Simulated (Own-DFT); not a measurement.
# Point defects and the pressure they add: zincblende GaAs

The numbers are computed, not measured, by runs of the plane-wave DFT program Own-DFT (in-house, retired, unreviewed) at fixed positions, with no spin and no spin-orbit coupling.

All runs used: PBE; PseudoDojo norm-conserving scalar-relativistic files; cutoff 42 hartree; 3 x 3 x 3 k mesh centred on Gamma; Fermi-Dirac smearing of 0.1 eV.

Known weak points (not all hold for every row): not probed for a lower state with spin; forces not confirmed at this smearing and k mesh; stress not checked against mesh or cutoff.

All runs share one cell, with vectors in Å (11.737, 0.000, 0.000); (0.000, 11.737, 0.000); (0.000, 0.000, 10.919) and a volume of 1504.3 Å³, strained against the parent crystal. u is the rms random offset of the atoms per axis. The defect's site can differ from row to row.

```
cell,formula,u (Å),P (GPa)
no defect,As32Ga32,0.0301,0.78
no defect,As32Ga32,0.0488,0.99
no defect,As32Ga32,0.0510,1.04
one As vacancy and one Ga vacancy,As31Ga31,0.0293,0.52
one As vacancy and one Ga vacancy,As31Ga31,0.0542,0.92
one As vacancy and one Ga vacancy,As31Ga31,0.0542,0.74
one P on an As site,As31Ga32P,0.0290,0.51
one P on an As site,As31Ga32P,0.0309,0.54
one P on an As site,As31Ga32P,0.0481,?
one P on an As site,As31Ga32P,0.0496,0.84
one Al on a Ga site,AlAs32Ga31,0.0317,0.72
one Al on a Ga site,AlAs32Ga31,0.0326,0.75
one Al on a Ga site,AlAs32Ga31,0.0552,1.15
one In on a Ga site,As32Ga31In,0.0297,1.34
one In on a Ga site,As32Ga31In,0.0466,1.63
one In on a Ga site,As32Ga31In,0.0503,1.72
```

## Analysis

P = P0 + c u² + a shift for each defect gives P0 = 0.57 GPa, c = 184 ± 17 GPa/Å² and a scatter of 0.06 GPa. The shifts, and each times the cell's volume:

- one In on a Ga site: 0.65 ± 0.05 GPa, 6.1 eV
- one Al on a Ga site: -0.01 ± 0.05 GPa, -0.1 eV (not resolved)
- one P on an As site: -0.20 ± 0.05 GPa, -1.9 eV
- one As vacancy and one Ga vacancy: -0.26 ± 0.05 GPa, -2.4 eV

Against the defect-free cell, a freed cell would be larger where the shift is positive and smaller where it is negative (160.2 GPa Å³ is 1 eV). The atoms around the defects weren't relaxed, which would change these numbers.

## Test on the hidden row

Q: what pressure belongs in the blank (one P on an As site, u = 0.0481 Å)?

From the fit: 0.80 ± 0.07 GPa. DFT gave 0.81 GPa.
